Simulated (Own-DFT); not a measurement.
# Hybrid less PBE against volume: corundum Al2O3, 78 atoms (Al32O46), with two O vacancies

These are calculations. Each geometry was run twice at fixed positions with Own-DFT, a retired in-house plane-wave program that no person has reviewed: with PBE, and with HSE06 (exact exchange share 0.25 at short range, screening 0.11 per bohr, Gygi-Baldereschi treatment of its divergence). Both used PseudoDojo norm-conserving files made for PBE, a cutoff of 48 hartree, the Gamma point alone, fixed occupations, a neutral cell and no spin. The unstrained cell is 7.9 Å across at its thinnest, so Gamma alone is coarse and defects feel their images. The oxygen file's force components were 24 meV/Å off all-electron values in a glass.

Unstrained cell vectors in Å: (5.494, 0.000, 8.660); (-2.747, 4.758, 8.660); (-2.747, -4.758, 8.660), volume V0 = 679.1 Å³, from measured lattice constants. Each geometry has its own random strain of a few per cent, its own defect sites and random moves of rms u per axis. HSE06 gave the energy alone. D is its energy less that of PBE, over the lowest D shown. The PBE stress wasn't checked against mesh or cutoff.

```
run  V - V0 (Å³)   u (Å)  P with PBE (GPa)  D (eV)
  1          4.7  0.0284              5.11   1.149
  2         -4.3  0.0282              8.98   0.748
  3        -24.0  0.0291             17.01   0.000
  4        -16.0  0.0483             16.01   0.432
  5         -1.5  0.0264              8.04   0.933
  6          8.7  0.0448              5.53   1.426
  7         -4.7  0.0302              9.09   0.773
  8        -17.8  0.0480             16.17   0.375
  9         -4.7  0.0513             10.93   0.895
 10         10.9  0.0295              3.24   1.414
 11        -11.1  0.0502             12.93   0.677
 12        -13.1  0.0275             12.91   0.447
 13         -8.6  0.0294             10.02       ?
```

## What the rows give

D = 0.90 + 0.0403 (V - V0) + 80 u² eV, with an error of 0.0007 on the volume slope, 9 on the last term and a scatter of 0.02 eV. Pressure is -dE/dV, and 1 eV/Å³ is 160.2 GPa, so HSE06 changes the pressure by -6.5 ± 0.1 GPa. With the ions held to the strained lattice, the PBE pressure falls by 273 ± 8 GPa per unit of volume strain; the shape of the strain isn't fitted, so the true error is larger, and a relaxed crystal would be softer. On that slope HSE06's volume at a given pressure is about 2.4 % smaller, or 0.8 % in lengths. At u = 0 and V0 the PBE pressure is 6.6 GPa, which puts the zero-pressure volume, against the measured cell and with the defects in, at +2.4 % for PBE and +0.0 % for HSE06, each good to a few tenths of a per cent.

## Check

Question: what D should run 13 give?

The fitted form gives 0.62 eV, with rows scattering by 0.02. The calculation gave 0.683 eV.
